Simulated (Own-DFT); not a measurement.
# Computed records: SiC (2H silicon carbide, atoms displaced)

A calculation, not a measurement: plane-wave PBE density functional theory by an unreviewed code, no spin, of a simulated periodic cell, stress positive in tension, free energy of the whole cell less one offset for each atom, forces on such cells passed a denser k mesh, this cell's mesh not checked; offsets are fitted by least squares, one for each functional and potential file, so energies compare only between cells with the same atoms and settings and are not formation energies; the far tail of each file's local potential was reset to the Coulomb form; each entry is a single point on an unrelaxed cell, so the pressure reflects the starting lattice, mostly measured values (interpolated for alloys), from which strain is counted, and rises with the displacements; printed positions are rounded, which can move forces by about a meV/angstrom; the program, named Own-DFT, is a retired in-house code; no spin-orbit coupling. Program: Own-DFT development build.

Settings shared by all entries: functional PBE; potential files PseudoDojo norm-conserving, scalar-relativistic, standard set; wave cutoff 42 hartree; occupations Fermi-Dirac; smearing width 0.1 eV; hardware one NVIDIA H100; k mesh 5 x 5 x 3 centred on Gamma.

(1) SiC (2H silicon carbide, atoms displaced)

```
CELL_PARAMETERS angstrom
6.16540 0.00000 0.00000
-3.08270 5.33940 0.00000
0.00000 0.00000 10.06810
ATOMIC_POSITIONS crystal
Si 0.00592 0.98592 0.00239
Si 0.16934 0.32882 0.24629
C 0.96648 0.98781 0.18619
C 0.16865 0.34719 0.43303
Si 0.00526 0.98753 0.50210
Si 0.17359 0.32807 0.74310
C 0.04384 0.01388 0.67986
C 0.16241 0.33938 0.95287
Si 0.00773 0.48638 0.00255
Si 0.17192 0.83893 0.25144
C 0.99089 0.50408 0.18604
C 0.17212 0.83706 0.44301
Si 0.00382 0.49751 0.50770
Si 0.17174 0.84508 0.75303
C 0.99164 0.50837 0.69453
C 0.16535 0.83925 0.93145
Si 0.51675 0.00399 0.98799
Si 0.66484 0.34356 0.24845
C 0.49363 0.99565 0.18463
C 0.66459 0.32878 0.43689
Si 0.50685 0.02103 0.50142
Si 0.68886 0.34626 0.75184
C 0.49162 0.99498 0.69030
C 0.65843 0.32238 0.93551
Si 0.51464 0.50214 0.00224
Si 0.65543 0.81097 0.24816
C 0.51931 0.51736 0.18525
C 0.66000 0.84305 0.43864
Si 0.50157 0.50717 0.49973
Si 0.65255 0.82301 0.74089
C 0.49486 0.49891 0.69988
C 0.67030 0.83390 0.94233
```

| Item | Value |
| --- | --- |
| free energy of cell above offsets | -0.839 eV |
| pressure | 7.04 GPa |
| stress xx | -7.02 GPa |
| stress yy | -7.55 GPa |
| stress zz | -6.55 GPa |
| stress yz | -0.55 GPa |
| stress xz | 2.75 GPa |
| stress xy | 1.11 GPa |
| wall time | 126.2 s |

Force:
```
element  x (eV/Å)  y (eV/Å)  z (eV/Å)
     Si    -2.083     1.789     0.031
     Si    -1.674     0.347    -0.275
      C     4.056     1.455     0.608
      C     1.196    -1.628      1.09
     Si    -1.733     1.964    -1.871
     Si     -2.15     0.737     2.812
      C    -4.455    -0.685     0.727
      C     4.466      -2.6    -2.965
     Si    -4.153      2.79     0.304
     Si    -1.099    -0.656    -0.344
      C     1.577     0.041      0.76
      C     0.422    -0.843     -1.06
     Si    -0.888     0.776    -1.454
     Si     1.059    -1.514     0.007
      C     3.697     0.335    -1.596
      C     1.955    -1.379     1.464
     Si    -2.303    -1.317     2.461
     Si     1.557    -1.984     0.059
      C     0.291     0.789    -0.148
      C    -0.294     2.792     0.254
     Si     -0.01    -2.729     0.392
     Si    -3.525    -2.569     0.877
      C     1.656     1.699    -0.717
      C     1.386     2.006     0.172
     Si    -1.532    -0.208    -1.021
     Si    -2.134     4.818     1.897
      C    -1.455    -4.664    -0.255
      C     1.644    -0.705     0.452
     Si    -0.247    -0.246     0.192
     Si     1.529     2.149     2.169
      C     1.938    -0.117    -2.755
      C     1.309    -0.643    -2.266
```

(2) SiC (2H silicon carbide, atoms displaced)

```
CELL_PARAMETERS angstrom
6.16540 0.00000 0.00000
-3.08270 5.33940 0.00000
0.00000 0.00000 10.06810
ATOMIC_POSITIONS crystal
Si 0.00966 0.00433 0.00528
Si 0.16552 0.34781 0.24993
C 0.99057 0.99642 0.18580
C 0.18251 0.33699 0.44040
Si 0.00891 0.01142 0.50238
Si 0.18499 0.32976 0.75887
C 0.99343 0.01940 0.68942
C 0.16995 0.34719 0.93422
Si 0.99248 0.50425 0.99269
Si 0.15481 0.81665 0.24872
C 0.00252 0.50697 0.18585
C 0.15605 0.83242 0.43729
Si 0.98925 0.50723 0.50076
Si 0.19325 0.85511 0.75054
C 0.00221 0.49775 0.67642
C 0.17261 0.83262 0.92885
Si 0.48971 0.97445 0.00721
Si 0.66505 0.32088 0.24461
C 0.50177 0.00820 0.19240
C 0.66111 0.33921 0.44804
Si 0.48924 0.98655 0.49794
Si 0.67730 0.34335 0.75815
C 0.50596 0.99884 0.68264
C 0.69678 0.34642 0.92656
Si 0.49096 0.48097 0.98857
Si 0.63883 0.82326 0.24272
C 0.50411 0.50976 0.19194
C 0.66334 0.80473 0.43063
Si 0.51805 0.50841 0.49529
Si 0.67863 0.85304 0.75314
C 0.48559 0.50202 0.68572
C 0.65050 0.82683 0.93592
```

| Item | Value |
| --- | --- |
| free energy of cell above offsets | 0.086 eV |
| pressure | 7.55 GPa |
| stress xx | -4.9 GPa |
| stress yy | -7.27 GPa |
| stress zz | -10.49 GPa |
| stress yz | -0.24 GPa |
| stress xz | -0.13 GPa |
| stress xy | -1.51 GPa |
| wall time | 127.7 s |

Force:
```
element  x (eV/Å)  y (eV/Å)  z (eV/Å)
     Si    -1.381    -0.394    -1.672
     Si     1.757    -2.221     0.819
      C     0.224     0.491     0.813
      C    -2.209     0.547    -1.226
     Si    -1.146    -0.438    -0.787
     Si    -3.405     1.404    -3.353
      C     2.924    -1.431     0.007
      C     0.032    -2.076     1.915
     Si     2.983     1.186     1.358
     Si     -1.51     3.251     1.161
      C    -0.565    -1.662    -1.375
      C     0.907     0.118    -0.405
     Si     2.216    -1.101     -0.58
     Si    -2.027    -2.482    -2.514
      C    -0.019       1.2      4.15
      C    -0.765     0.975     2.706
     Si    -0.207     2.174    -1.501
     Si    -1.379     3.631     2.585
      C    -1.415    -2.344    -1.467
      C     2.578    -2.987     -3.17
     Si     1.037     0.653    -0.193
     Si    -0.075     0.113    -6.415
      C     -0.22     1.522     0.955
      C      -3.9    -2.858      4.17
     Si     1.065     2.323     1.915
     Si     3.824     1.437     1.845
      C    -0.005    -3.152    -2.814
      C    -1.187     5.514    -0.197
     Si    -3.017     -2.28     2.566
     Si    -1.062    -2.391    -0.871
      C     3.454     1.314     0.681
      C     2.494    -0.035     0.894
```

(3) SiC (2H silicon carbide, atoms displaced)

```
CELL_PARAMETERS angstrom
6.16540 0.00000 0.00000
-3.08270 5.33940 0.00000
0.00000 0.00000 10.06810
ATOMIC_POSITIONS crystal
Si 0.00473 0.01319 0.99184
Si 0.16850 0.34978 0.25416
C 0.00921 0.00414 0.17804
C 0.16385 0.33253 0.43417
Si 0.00064 0.99193 0.50272
Si 0.18627 0.34433 0.76530
C 0.99331 0.99474 0.68201
C 0.17071 0.35513 0.94581
Si 0.00091 0.51407 0.99747
Si 0.18037 0.83717 0.24750
C 0.00152 0.49015 0.18387
C 0.15204 0.81211 0.43547
Si 0.98771 0.50245 0.51194
Si 0.13988 0.80528 0.75227
C 0.00920 0.51562 0.68438
C 0.16387 0.83301 0.93505
Si 0.50486 0.00090 0.99117
Si 0.66560 0.33133 0.24274
C 0.50407 0.99474 0.18677
C 0.68925 0.35950 0.43944
Si 0.50298 0.98520 0.50109
Si 0.66472 0.34137 0.74092
C 0.51143 0.99311 0.68932
C 0.68171 0.33899 0.94604
Si 0.52402 0.51199 0.99546
Si 0.65892 0.83131 0.24961
C 0.49225 0.48831 0.17561
C 0.66918 0.83734 0.44272
Si 0.51076 0.49712 0.49572
Si 0.65400 0.81713 0.74972
C 0.50626 0.50112 0.68958
C 0.65256 0.82266 0.93440
```

| Item | Value |
| --- | --- |
| free energy of cell above offsets | -1.183 eV |
| pressure | 6.52 GPa |
| stress xx | -5.91 GPa |
| stress yy | -5.26 GPa |
| stress zz | -8.39 GPa |
| stress yz | -0.18 GPa |
| stress xz | -0.43 GPa |
| stress xy | 2.1 GPa |
| wall time | 119.1 s |

Force:
```
element  x (eV/Å)  y (eV/Å)  z (eV/Å)
     Si    -0.285    -0.559     1.277
     Si     1.418    -2.553    -1.882
      C    -0.678    -0.226     1.766
      C     0.515     0.076     2.223
     Si      0.14      1.25    -1.822
     Si    -1.778    -1.473    -2.944
      C     0.611     0.418     3.009
      C     1.701    -1.054    -1.416
     Si      1.34    -0.454     1.919
     Si    -2.247    -1.023    -0.199
      C    -1.506     1.939    -0.009
      C     1.123     2.533     0.303
     Si     3.492    -0.194    -3.446
     Si     1.002     5.686    -0.336
      C     0.313    -4.332     2.057
      C    -0.239     1.315    -0.068
     Si    -0.721    -0.179     1.395
     Si     0.423      0.74     0.877
      C    -0.474     0.692    -0.732
      C    -1.401    -3.941    -1.336
     Si    -2.289     1.595     0.259
     Si     2.407    -2.155     1.844
      C    -2.555     0.637    -0.088
      C    -1.446    -0.759    -2.963
     Si    -1.957     -1.74     1.126
     Si     2.736    -0.422    -0.515
      C     0.292     1.366     2.727
      C     0.987    -1.204    -1.598
     Si    -2.663      0.32     0.355
     Si     1.273     2.422    -0.251
      C    -1.174    -0.837    -1.058
      C     1.639     2.117    -0.476
```

(4) SiC (2H silicon carbide, atoms displaced)

```
CELL_PARAMETERS angstrom
6.16540 0.00000 0.00000
-3.08270 5.33940 0.00000
0.00000 0.00000 10.06810
ATOMIC_POSITIONS crystal
Si 0.97699 0.99307 0.00598
Si 0.15774 0.34824 0.24184
C 0.99728 0.01169 0.18875
C 0.16706 0.33007 0.44843
Si 0.00536 0.01266 0.50818
Si 0.15701 0.33290 0.74243
C 0.01155 0.00154 0.68976
C 0.14883 0.34586 0.94128
Si 0.99779 0.50438 0.00185
Si 0.16723 0.83331 0.24412
C 0.00053 0.49423 0.18105
C 0.16350 0.85570 0.42512
Si 0.97985 0.50202 0.49481
Si 0.16320 0.82839 0.75474
C 0.00612 0.50899 0.69119
C 0.17056 0.83257 0.94467
Si 0.48516 0.98674 0.00632
Si 0.62451 0.30524 0.25189
C 0.49024 0.98949 0.17649
C 0.66633 0.34135 0.44194
Si 0.51007 0.01528 0.50658
Si 0.65367 0.31208 0.75570
C 0.49763 0.97159 0.68343
C 0.67935 0.33768 0.94091
Si 0.48710 0.50021 0.98931
Si 0.67973 0.83009 0.25114
C 0.51580 0.51637 0.18817
C 0.68189 0.83217 0.43012
Si 0.48810 0.48764 0.50162
Si 0.67208 0.83854 0.74914
C 0.47783 0.50294 0.68633
C 0.66427 0.82923 0.93453
```

| Item | Value |
| --- | --- |
| free energy of cell above offsets | -0.893 eV |
| pressure | 6.8 GPa |
| stress xx | -6.14 GPa |
| stress yy | -4.61 GPa |
| stress zz | -9.64 GPa |
| stress yz | -0.48 GPa |
| stress xz | -1.72 GPa |
| stress xy | -0.43 GPa |
| wall time | 122.1 s |

Force:
```
element  x (eV/Å)  y (eV/Å)  z (eV/Å)
     Si     1.891     1.567    -1.006
     Si     3.164    -1.338     2.251
      C     1.236    -0.303     -0.55
      C    -2.397     1.466    -2.524
     Si    -0.019    -1.786    -2.354
     Si    -0.083      0.35     2.168
      C    -1.014    -0.444     0.552
      C      2.83    -2.458    -1.749
     Si    -0.689     0.381    -0.169
     Si    -1.163    -0.341    -0.175
      C    -3.312     1.279      1.75
      C     1.862    -1.207     2.693
     Si     3.603     2.285      1.13
     Si     0.703     0.155     0.271
      C    -2.449    -1.535    -1.416
      C    -2.204     0.619    -1.213
     Si     1.553     1.885    -3.471
     Si     2.382     2.132    -0.742
      C     0.677    -0.067     4.469
      C    -1.102    -1.897    -1.191
     Si    -0.032    -2.617     -3.04
     Si    -0.011      1.75    -0.954
      C    -2.134     2.736     1.567
      C    -2.803    -1.592    -0.392
     Si     1.197    -0.774     1.493
     Si    -1.521     1.098    -0.193
      C    -1.577    -2.391    -1.136
      C    -1.897     0.292      2.94
     Si    -0.096     2.699    -0.015
     Si     1.186    -1.784     0.205
      C     3.349     -0.44     0.707
      C     -1.13      0.28     0.095
```

(5) SiC (2H silicon carbide, atoms displaced)

```
CELL_PARAMETERS angstrom
6.16540 0.00000 0.00000
-3.08270 5.33940 0.00000
0.00000 0.00000 10.06810
ATOMIC_POSITIONS crystal
Si 0.01294 0.00064 0.00237
Si 0.15975 0.33167 0.25281
C 0.98649 0.99974 0.19461
C 0.17689 0.33464 0.44708
Si 0.98455 0.99813 0.50309
Si 0.14370 0.32691 0.74977
C 0.00002 0.99311 0.68111
C 0.17469 0.34652 0.93783
Si 0.00286 0.50719 0.99294
Si 0.16688 0.82453 0.25247
C 0.99204 0.49599 0.18803
C 0.14737 0.82386 0.44243
Si 0.99979 0.49537 0.50775
Si 0.16725 0.83721 0.74676
C 0.01028 0.49258 0.69405
C 0.16323 0.82436 0.93057
Si 0.48034 0.98865 0.00268
Si 0.65570 0.33337 0.25549
C 0.49256 0.98826 0.18138
C 0.66996 0.33843 0.43203
Si 0.50150 0.99631 0.49946
Si 0.68638 0.34549 0.75277
C 0.50106 0.98912 0.68622
C 0.65737 0.31912 0.93536
Si 0.51038 0.49223 0.99469
Si 0.64146 0.82163 0.25717
C 0.51312 0.50614 0.18332
C 0.67066 0.85055 0.43692
Si 0.49299 0.50534 0.49578
Si 0.68391 0.84390 0.74353
C 0.48848 0.51422 0.67310
C 0.66397 0.84985 0.93931
```

| Property | Result |
| --- | --- |
| free energy of cell above offsets | -1.856 eV |
| pressure | 5.53 GPa |
| stress xx | -5.43 GPa |
| stress yy | -2.24 GPa |
| stress zz | -8.92 GPa |
| stress yz | -0.11 GPa |
| stress xz | -0.76 GPa |
| stress xy | 1.42 GPa |
| wall time | 118.8 s |

Force:
```
element  x (eV/Å)  y (eV/Å)  z (eV/Å)
     Si    -2.763     0.516     0.366
     Si     0.479    -0.071    -0.505
      C     1.413    -0.601    -0.489
      C    -2.579    -0.714    -2.001
     Si     2.414     0.512    -1.754
     Si     5.465     -0.53     0.925
      C     0.092     0.962      1.58
      C     0.554    -1.595    -0.353
     Si    -0.147    -2.068     2.032
     Si    -2.065     0.415     0.015
      C      0.17     0.084    -0.458
      C     1.503     0.603    -0.031
     Si    -0.298     0.178    -1.494
     Si      1.52    -0.241    -0.377
      C    -3.773     2.286    -1.543
      C    -1.091     1.272     0.538
     Si     1.795     0.532    -1.347
     Si     1.527     -0.43    -2.443
      C    -1.169     0.947     2.369
      C    -0.335    -0.581     2.699
     Si    -2.502     1.095      0.38
     Si    -3.067    -1.767    -1.646
      C      -0.5     2.237    -0.003
      C     0.836     0.847     0.297
     Si    -1.933      2.39       0.3
     Si      2.28     1.349    -2.403
      C     -1.83    -1.269     0.912
      C     -0.51    -2.047    -0.079
     Si     2.365     0.415     0.075
     Si    -2.322    -2.013     1.812
      C     1.913     -1.05      3.59
      C     2.556    -1.664    -0.964
```

(6) SiC (2H silicon carbide, atoms displaced)

```
CELL_PARAMETERS angstrom
6.16540 0.00000 0.00000
-3.08270 5.33940 0.00000
0.00000 0.00000 10.06810
ATOMIC_POSITIONS crystal
Si 0.00568 0.01000 0.00529
Si 0.16145 0.32893 0.25542
C 0.00900 0.00554 0.19016
C 0.16566 0.32594 0.43530
Si 0.00800 0.02423 0.49349
Si 0.17490 0.33721 0.75312
C 0.01716 0.00575 0.68157
C 0.14659 0.31504 0.94727
Si 0.00826 0.50884 0.99810
Si 0.16392 0.82108 0.24395
C 0.01089 0.50204 0.18391
C 0.17523 0.83837 0.43987
Si 0.00359 0.52109 0.50568
Si 0.16461 0.82665 0.75577
C 0.01264 0.50337 0.66849
C 0.15564 0.83511 0.93881
Si 0.50142 0.00455 0.99633
Si 0.69093 0.35558 0.25763
C 0.51665 0.02259 0.18470
C 0.67076 0.35440 0.43707
Si 0.48741 0.99614 0.50239
Si 0.65623 0.31041 0.74801
C 0.51243 0.01880 0.69428
C 0.66350 0.33906 0.94409
Si 0.48297 0.47719 0.00097
Si 0.65480 0.82125 0.24295
C 0.50131 0.50715 0.18219
C 0.66724 0.83333 0.43762
Si 0.51565 0.50523 0.51453
Si 0.65460 0.83987 0.74483
C 0.50203 0.50479 0.69113
C 0.64987 0.82758 0.95502
```

| Quantity | Value |
| --- | --- |
| free energy of cell above offsets | -0.522 eV |
| pressure | 6.96 GPa |
| stress xx | -1.13 GPa |
| stress yy | -9.55 GPa |
| stress zz | -10.21 GPa |
| stress yz | -0.35 GPa |
| stress xz | 0 GPa |
| stress xy | 2.08 GPa |
| wall time | 135.5 s |

Force:
```
element  x (eV/Å)  y (eV/Å)  z (eV/Å)
     Si    -1.782     -3.62     0.697
     Si     1.576     0.633    -1.062
      C    -0.434    -1.293     0.108
      C    -0.299     4.121     0.784
     Si     0.363     -3.85     1.066
     Si    -0.972    -1.131    -0.829
      C    -1.456    -0.147     1.345
      C     0.544      3.26    -2.929
     Si    -1.318    -1.061     0.751
     Si     0.955     3.106     1.228
      C    -0.316    -0.252     0.545
      C     -1.72     0.157    -1.264
     Si     0.876    -1.635    -6.042
     Si    -0.861     0.534    -1.834
      C    -0.292    -0.579     8.864
      C     1.276      0.13     -0.13
     Si    -0.622     0.197     1.801
     Si    -2.052    -1.386      -2.2
      C    -0.661    -1.255     0.939
      C      1.44    -1.478     1.734
     Si      2.27     1.534    -1.004
     Si     0.335     7.174     2.236
      C    -1.511     -5.35    -2.539
      C     1.515    -0.704    -2.365
     Si    -0.409     2.637     0.418
     Si     0.259     2.547     0.874
      C     0.307    -2.077     1.547
      C    -0.518     0.298     0.505
     Si    -2.275     0.483    -3.686
     Si     3.566    -0.142     2.225
      C     0.583    -0.351     1.531
      C     1.634      -0.5    -3.313
```

(7) SiC (2H silicon carbide, atoms displaced)

```
CELL_PARAMETERS angstrom
6.16540 0.00000 0.00000
-3.08270 5.33940 0.00000
0.00000 0.00000 10.06810
ATOMIC_POSITIONS crystal
Si 0.99512 0.99258 0.00368
Si 0.17589 0.33215 0.25357
C 0.00797 0.98925 0.18183
C 0.18468 0.33463 0.42826
Si 0.00538 0.99165 0.49400
Si 0.15570 0.31882 0.74928
C 0.99844 0.99341 0.69726
C 0.17118 0.34787 0.93572
Si 0.99784 0.48438 0.99790
Si 0.18211 0.84451 0.26466
C 0.98617 0.48477 0.18191
C 0.16903 0.84481 0.42965
Si 0.00882 0.50721 0.50376
Si 0.17900 0.82612 0.74484
C 0.98708 0.51596 0.68722
C 0.17700 0.84678 0.94264
Si 0.49655 0.01448 0.00058
Si 0.66159 0.33648 0.24946
C 0.51867 0.01697 0.18273
C 0.67698 0.32187 0.43328
Si 0.49765 0.99695 0.49905
Si 0.63405 0.32020 0.75026
C 0.48283 0.98878 0.68275
C 0.68349 0.34654 0.93424
Si 0.49875 0.49328 0.99749
Si 0.67012 0.83712 0.26010
C 0.51746 0.52277 0.18847
C 0.65267 0.81412 0.43999
Si 0.49842 0.49348 0.49557
Si 0.65432 0.84058 0.74795
C 0.51335 0.51163 0.69295
C 0.67766 0.84307 0.94892
```

| Property | Result |
| --- | --- |
| free energy of cell above offsets | -0.768 eV |
| pressure | 6.49 GPa |
| stress xx | -4.73 GPa |
| stress yy | -3.82 GPa |
| stress zz | -10.91 GPa |
| stress yz | -1.37 GPa |
| stress xz | -0.25 GPa |
| stress xy | -0.76 GPa |
| wall time | 131.5 s |

Force:
```
element  x (eV/Å)  y (eV/Å)  z (eV/Å)
     Si     1.053      1.31     -1.11
     Si    -1.041     0.091    -4.036
      C    -0.381     1.161     3.594
      C    -2.052    -0.769      3.41
     Si    -2.294     1.424     1.907
     Si     -0.17     2.304     0.123
      C    -0.198    -0.059    -2.634
      C     1.427    -2.295     -0.23
     Si    -0.269     3.305     0.989
     Si     0.031    -1.323    -8.456
      C     1.619     1.284      2.08
      C     1.413    -1.619      5.27
     Si      -0.1    -0.989    -1.352
     Si    -3.944     0.404     3.443
      C     1.484    -3.542    -0.402
      C    -0.222     -1.65    -1.739
     Si     2.119    -0.913     0.195
     Si     1.283     0.467    -0.786
      C    -1.087    -1.422     2.422
      C    -0.832     1.098     1.406
     Si     0.591     0.208    -0.707
     Si     2.895     1.402     0.154
      C     1.621     1.968     -0.53
      C     -1.96    -1.663    -0.327
     Si     -0.04     2.195      0.72
     Si     0.401      1.19    -3.304
      C    -0.919    -2.289    -0.075
      C      0.69     2.176     0.649
     Si     1.711    -0.827     1.568
     Si     2.649    -0.522     2.191
      C    -3.014    -1.191    -1.919
      C    -2.465    -0.914    -2.515
```

(8) SiC (2H silicon carbide, atoms displaced)

```
CELL_PARAMETERS angstrom
6.16540 0.00000 0.00000
-3.08270 5.33940 0.00000
0.00000 0.00000 10.06810
ATOMIC_POSITIONS crystal
Si 0.00035 0.99989 0.00003
Si 0.16783 0.33476 0.25470
C 0.00721 0.00601 0.18236
C 0.16731 0.32550 0.44702
Si 0.01988 0.02150 0.50069
Si 0.15314 0.32039 0.75652
C 0.00183 0.00745 0.68038
C 0.15846 0.31972 0.94391
Si 0.00335 0.49305 0.99911
Si 0.15637 0.83215 0.25757
C 0.00717 0.49730 0.18378
C 0.18632 0.82955 0.43989
Si 0.00184 0.49253 0.50236
Si 0.14685 0.83077 0.74011
C 0.00085 0.49831 0.69293
C 0.15499 0.81989 0.93586
Si 0.50206 0.01714 0.99264
Si 0.67707 0.33633 0.24793
C 0.49478 0.99933 0.19073
C 0.65241 0.32350 0.43803
Si 0.50307 0.00380 0.49713
Si 0.66047 0.33169 0.75505
C 0.49447 0.97606 0.68868
C 0.66647 0.34813 0.93218
Si 0.49170 0.48592 0.99144
Si 0.67974 0.84500 0.24897
C 0.50500 0.49807 0.18634
C 0.66187 0.82976 0.43938
Si 0.49269 0.50249 0.50481
Si 0.65968 0.82869 0.74413
C 0.49992 0.51038 0.68011
C 0.67624 0.82953 0.93059
```

| Property | Result |
| --- | --- |
| free energy of cell above offsets | -2.581 eV |
| pressure | 5.26 GPa |
| stress xx | -2.73 GPa |
| stress yy | -5.79 GPa |
| stress zz | -7.26 GPa |
| stress yz | 0.6 GPa |
| stress xz | -0.77 GPa |
| stress xy | 1.23 GPa |
| wall time | 120.7 s |

Force:
```
element  x (eV/Å)  y (eV/Å)  z (eV/Å)
     Si     0.307    -2.217    -0.313
     Si     1.241     0.228    -0.828
      C    -0.338    -0.144     1.977
      C    -0.744     2.656    -2.636
     Si    -0.661    -4.958    -0.344
     Si     0.711     1.744    -1.015
      C    -0.578    -0.564     1.279
      C     0.129     0.783    -1.693
     Si    -0.997     1.031     0.018
     Si     1.702     0.119    -1.933
      C    -0.646     0.416     1.347
      C    -3.156    -0.541     0.194
     Si    -1.425     0.159     0.374
     Si      2.44    -0.167     1.891
      C    -0.984    -0.927    -0.706
      C     0.517     1.617    -0.514
     Si     0.572    -2.643     0.964
     Si    -1.229    -0.673     0.207
      C     0.443     0.337    -1.087
      C     1.147     2.121     0.021
     Si     1.407    -0.601      1.17
     Si     0.214    -0.412    -3.159
      C    -2.801     2.974    -0.698
      C     1.651    -1.563     1.181
     Si    -0.664     2.786     2.359
     Si    -1.224    -1.435    -0.218
      C    -0.262     0.545    -0.067
      C     1.521      1.05     -0.55
     Si     1.708     0.168    -2.084
     Si     1.464     0.138     0.978
      C     0.288    -2.346     3.168
      C    -1.754     0.321     0.718
```
